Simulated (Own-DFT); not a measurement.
# Response to strain: wurtzite AlGaN with randomly placed atoms, 96 atoms (Al12Ga36N48)

Calculated results; nothing here was measured. They come from Own-DFT, an in-house plane-wave density functional program, since retired, whose code no person has reviewed. Each row is one single-point run on a periodic cell that was not relaxed, without spin or spin-orbit coupling.

Settings of every run: PBE; PseudoDojo norm-conserving scalar-relativistic files (stringent for Ga); cutoff 96 hartree; 3 x 4 x 3 k mesh centred on Gamma; Gaussian smearing of 0.01 eV.

Known limits: k mesh not checked against a denser one; stress not checked against mesh or cutoff.

Unstrained cell vectors in Å: (12.679, 0.000, 0.000); (-4.755, 8.235, 0.000); (0.000, 0.000, 10.268). The unstrained cell has measured lattice constants (interpolated for alloys), not those of this functional. That, the random moves and any unrelaxed bonds set the pressure at no strain. Each run strains this cell uniformly, with the atoms carried along. Every atom was also moved at random, by a Gaussian of width 0.05 Å on each axis. The random placing of the alloy's atoms differs from row to row. Strain is the symmetric tensor, in per cent. Stress is positive in tension, and the pressure is minus a third of its trace.

```
run,e_xx (%),e_yy (%),e_zz (%),s_xx (GPa),s_yy (GPa),s_zz (GPa),P (GPa),E (meV/atom)
1,3.00,3.00,0.00,7.54,7.05,-4.47,-3.37,19.6
2,2.75,2.75,0.00,5.58,6.18,-3.77,-2.66,15.4
3,-2.25,-2.25,0.00,-19.17,-21.52,-12.20,17.63,66.7
4,2.25,2.25,0.00,4.78,4.44,-4.64,-1.53,0.0
5,-1.75,-1.75,0.00,-18.78,-17.96,-8.81,15.19,52.7
6,0.25,0.25,0.00,-5.84,-5.39,-7.78,6.34,22.1
7,1.25,1.25,0.00,-0.18,-1.36,-4.54,2.03,4.7
8,1.75,1.75,0.00,1.97,1.16,-4.36,0.41,11.5
9,1.00,1.00,0.00,?,?,?,?,?
```

E is the free energy for each atom above the lowest run shown.

## Worked fit

The change of volume is close to e_xx + e_yy + e_zz. A straight line through the runs shown gives P = 8.00 - 202 x (fractional change of volume) GPa, with an error of 7 on the slope and a scatter of 0.73 GPa. The strain isn't the same on all axes and the cell isn't cubic, so the slope belongs to this path and is not the bulk modulus.

## Withheld run

Question: what pressure should run 9 give? Its volume changes by 2.01 %.

The line gives 3.9 GPa. The calculation gave 3.34 GPa.
